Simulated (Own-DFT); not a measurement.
# A layer strained by its substrate: diamond-structure SiGeSn with randomly placed atoms, 64 atoms (Ge48Si8Sn8)

The numbers are computed, not measured, by runs of the plane-wave DFT program Own-DFT (in-house, retired, unreviewed) at fixed positions, with no spin and no spin-orbit coupling.

All runs used: PBE; PseudoDojo norm-conserving scalar-relativistic files; cutoff 49 hartree; 3 x 3 x 3 k mesh centred on Gamma; Fermi-Dirac smearing of 0.1 eV.

Caveats: forces on such cells moved up to 12 meV/angstrom on a denser k mesh; stress not checked against mesh or cutoff.

Unstrained cell vectors in Å: (11.467, 0.000, 0.000); (0.000, 11.467, 0.000); (0.000, 0.000, 11.467). The unstrained cell has measured lattice constants (interpolated for alloys), not those of this functional. That, the random moves and any unrelaxed bonds set the pressure at no strain. Each run strains x and y alike by e, as a substrate would, and holds the height along z. Each atom got a random Gaussian move of width 0.05 Å along each axis. The random placing of the alloy's atoms differs from row to row. Stress is positive in tension.

```
e (%),u (Å),(s_xx + s_yy)/2 (GPa),s_zz (GPa)
-3.00,0.045,-10.86,-8.90
-2.75,0.053,-10.56,-8.87
-2.25,0.050,-9.30,-7.99
-1.50,0.050,-8.02,-7.27
-1.00,0.047,-6.86,-6.23
0.25,0.057,?,?
0.50,0.047,-3.91,-4.26
1.75,0.054,-2.21,-3.23
2.00,0.052,-1.67,-2.85
2.50,0.048,-0.85,-2.25
```

## Fit

With e as a fraction, the in-plane stress is -5.0 + 180 e - 643 e² GPa (errors 3 and 192, scatter 0.15), and s_zz is -5.1 + 121 e - 400 e² GPa (slope ± 3, scatter 0.19). At e = 0 the first slope is C11 + C12 and the second 2 C12, both with the ions held to the strained lattice and at the cell's own pressure. The term in e² is negative: the layer stiffens under compression and softens under tension. A free layer would change its height as e changes, and the in-plane slope would drop by 2 C12²/C11 to the biaxial modulus. At fixed height, a misfit of 1 % moves the in-plane stress by about 1.8 GPa and s_zz by 1.2 GPa.

## The run left out

Q: what are the two stresses at e = 0.25 %?

Estimate: -4.6 and -4.8 GPa. DFT gave -4.75 and -5.03 GPa.
